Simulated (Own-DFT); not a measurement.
# Stretching a layer in its plane: diamond-structure GeSn with randomly placed atoms, 64 atoms (Ge60Sn4)

Everything here is calculated. The program is Own-DFT (plane waves, in-house, since retired, never reviewed by a person); positions were held fixed, and spin and spin-orbit coupling were off.

Method: PBE; PseudoDojo norm-conserving scalar-relativistic files; cutoff 49 hartree; 3 x 3 x 3 k mesh centred on Gamma; Fermi-Dirac smearing of 0.1 eV.

Caveats: forces on such cells moved up to 12 meV/angstrom on a denser k mesh; stress not checked against mesh or cutoff.

Unstrained cell vectors in Å: (11.420, 0.000, 0.000); (0.000, 11.420, 0.000); (0.000, 0.000, 11.420). The unstrained cell has measured lattice constants (interpolated for alloys), not those of this functional. That, the random moves and any unrelaxed bonds set the pressure at no strain. Each run strains x and y alike by e, as a substrate would, and holds the height along z. Each atom got a random Gaussian move of width 0.05 Å along each axis. The random placing of the alloy's atoms differs from row to row. Stress is positive in tension.

```
e (%),u (Å),(s_xx + s_yy)/2 (GPa),s_zz (GPa)
-3.00,0.046,-10.85,-8.86
-2.75,0.051,-10.22,-8.31
-2.50,0.051,-9.77,-8.04
-0.50,0.048,-5.70,-5.31
-0.25,0.048,-5.45,-5.35
0.25,0.057,-4.73,-5.10
1.00,0.046,?,?
1.25,0.049,-2.61,-3.42
2.50,0.047,-0.83,-2.32
2.75,0.050,-0.67,-2.16
```

## Worked fit

With e as a fraction, the in-plane stress is -4.9 + 177 e - 646 e² GPa (errors 3 and 155, scatter 0.16), and s_zz is -5.0 + 114 e - 342 e² GPa (slope ± 4, scatter 0.22). At e = 0 the first slope is C11 + C12 and the second 2 C12, both with the ions held to the strained lattice and at the cell's own pressure. The term in e² is negative: the layer stiffens under compression and softens under tension. A free layer would change its height as e changes, and the in-plane slope would drop by 2 C12²/C11 to the biaxial modulus. At fixed height, a misfit of 1 % moves the in-plane stress by about 1.8 GPa and s_zz by 1.1 GPa.

## Prediction

Asked: what are the two stresses at e = 1.00 %?

Estimate: -3.2 and -3.9 GPa. The hidden result is -2.95 and -3.54 GPa.
